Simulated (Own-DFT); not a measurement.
# Shaking the atoms of 3C SiC, 64 atoms (C32Si32)

All numbers below are calculated, not measured. The program, named Own-DFT, is a retired in-house plane-wave density functional code that no person has reviewed. Each row is one single-point run on a periodic cell that was not relaxed, without spin or spin-orbit coupling.

Settings of every run: PBE; PseudoDojo norm-conserving scalar-relativistic files; cutoff 42 hartree; 4 x 4 x 4 k mesh centred on Gamma; Fermi-Dirac smearing of 0.1 eV.

Known limits, some of them of some rows only: some atoms lie very close together; forces on such cells passed a denser k mesh, each cell not checked; stress not checked against mesh or cutoff.

Cell vectors in Å: (8.719, 0.000, 0.000); (0.000, 8.719, 0.000); (0.000, 0.000, 8.719). In each run every atom was moved at random and independently from its ideal site; u is the rms move along one axis. E is the free energy for each atom above the fitted value at u = 0, and F the rms of the force components.

```
run,u (Å),E (meV/atom),F (eV/Å),largest force (eV/Å),P (GPa)
1,0.0283,30.3,0.845,3.36,3.69
2,0.0305,33.4,0.845,2.44,3.75
3,0.0556,122.4,1.815,9.03,6.14
4,0.0602,135.8,1.776,5.43,6.23
5,0.0616,?,?,?,?
6,0.0995,382.2,3.254,13.31,11.51
7,0.0999,368.2,3.177,12.26,11.55
8,0.1016,364.3,2.848,8.37,11.47
9,0.1470,810.6,5.555,38.66,21.18
```

## Worked fit

For small independent moves the energy grows as E = (3/2) K u², with K the mean stiffness felt by one atom. The runs with u up to 0.11 Å give K = 24.9 ± 0.6 eV/Å², with residuals divided by u² + 0.0006 Å², since the noise grows with the moves. The scatter is 4.3 meV/atom at u = 0.05 Å. The forces follow F = G u with G = 30.4 eV/Å²; no force at u = 0 is resolved. G exceeds K because the moves of its neighbours add to the force on an atom, and stiffness differs between atoms. At u = 0.147 Å the parabola gives 808 meV/atom and the run 811. The pressure follows P = 3.17 + 831 u² GPa: at fixed volume, shortened bonds push harder than stretched ones pull.

## Withheld run

Question: what energy and rms force should run 5 give?

The fit gives 142 ± 7 meV/atom and about 1.87 eV/Å. The calculation gave 137.8 meV/atom and 1.813 eV/Å.
